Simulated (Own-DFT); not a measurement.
# Point defects and the pressure they add: C40 NbSi2

Calculated, not measured: single-point runs of Own-DFT, a retired in-house plane-wave DFT program that no person has reviewed, on unrelaxed cells, without spin or spin-orbit coupling.

Settings: PBE; PseudoDojo norm-conserving scalar-relativistic files; cutoff 42 hartree; 4 x 4 x 5 k mesh centred on Gamma; cold (Marzari-Vanderbilt) smearing of 0.2 eV.

Limits: forces on such cells failed a check on a denser k mesh; stress not checked against mesh or cutoff.

All runs share one cell, with vectors in Å (0.000, 8.324, 0.000); (-9.613, 0.000, 0.000); (0.000, 0.000, 6.586) and a volume of 527.0 Å³. Atoms were moved at random from their sites; u is the rms move along one axis. The defect's site can differ from row to row.

| cell | formula | u (Å) | P (GPa) |
|---|---|---|---|
| no defect | Nb12Si24 | 0.0194 | 1.47 |
| no defect | Nb12Si24 | 0.0203 | 1.51 |
| no defect | Nb12Si24 | 0.0498 | 2.59 |
| two Nb vacancies | Nb10Si24 | 0.0272 | -0.18 |
| two Nb vacancies | Nb10Si24 | 0.0465 | 0.23 |
| two Nb vacancies | Nb10Si24 | 0.0507 | 0.91 |
| one Si vacancy | Nb12Si23 | 0.0287 | 0.84 |
| one Si vacancy | Nb12Si23 | 0.0306 | 1.10 |
| one Si vacancy | Nb12Si23 | 0.0522 | 1.86 |
| two Nb on a Si site each | Nb14Si22 | 0.0319 | 7.72 |
| two Nb on a Si site each | Nb14Si22 | 0.0519 | 8.36 |
| two Nb on a Si site each | Nb14Si22 | 0.0558 | 8.69 |
| two Si on a Nb site each | Nb10Si26 | 0.0296 | 1.60 |
| two Si on a Nb site each | Nb10Si26 | 0.0298 | ? |
| two Si on a Nb site each | Nb10Si26 | 0.0455 | 2.41 |
| two Si on a Nb site each | Nb10Si26 | 0.0504 | 2.45 |

## Working it out

P = P0 + c u² + a shift for each defect gives P0 = 1.31 GPa, c = 499 ± 43 GPa/Å² and a scatter of 0.14 GPa. The shifts, and each times the cell's volume:

- two Nb on a Si site each: 5.81 ± 0.13 GPa, 19.1 eV (9.6 eV for each of its 2 sites)
- two Si on a Nb site each: -0.07 ± 0.12 GPa, -0.2 eV (-0.1 eV for each of its 2 sites) (not resolved)
- one Si vacancy: -0.79 ± 0.12 GPa, -2.6 eV
- two Nb vacancies: -1.90 ± 0.12 GPa, -6.3 eV (-3.1 eV for each of its 2 sites)

Positive is outwards. The product with the volume (160.2 GPa Å³ to the eV) is nearly free of the cell's size; divided by the bulk modulus at the cell's pressure it gives the volume that the defect adds. The atoms around the defects weren't relaxed, which would change these numbers.

## Test on the hidden row

Q: what pressure belongs in the blank (two Si on a Nb site each, u = 0.0298 Å)?

Estimate: 1.68 ± 0.17 GPa. DFT gave 1.45 GPa.
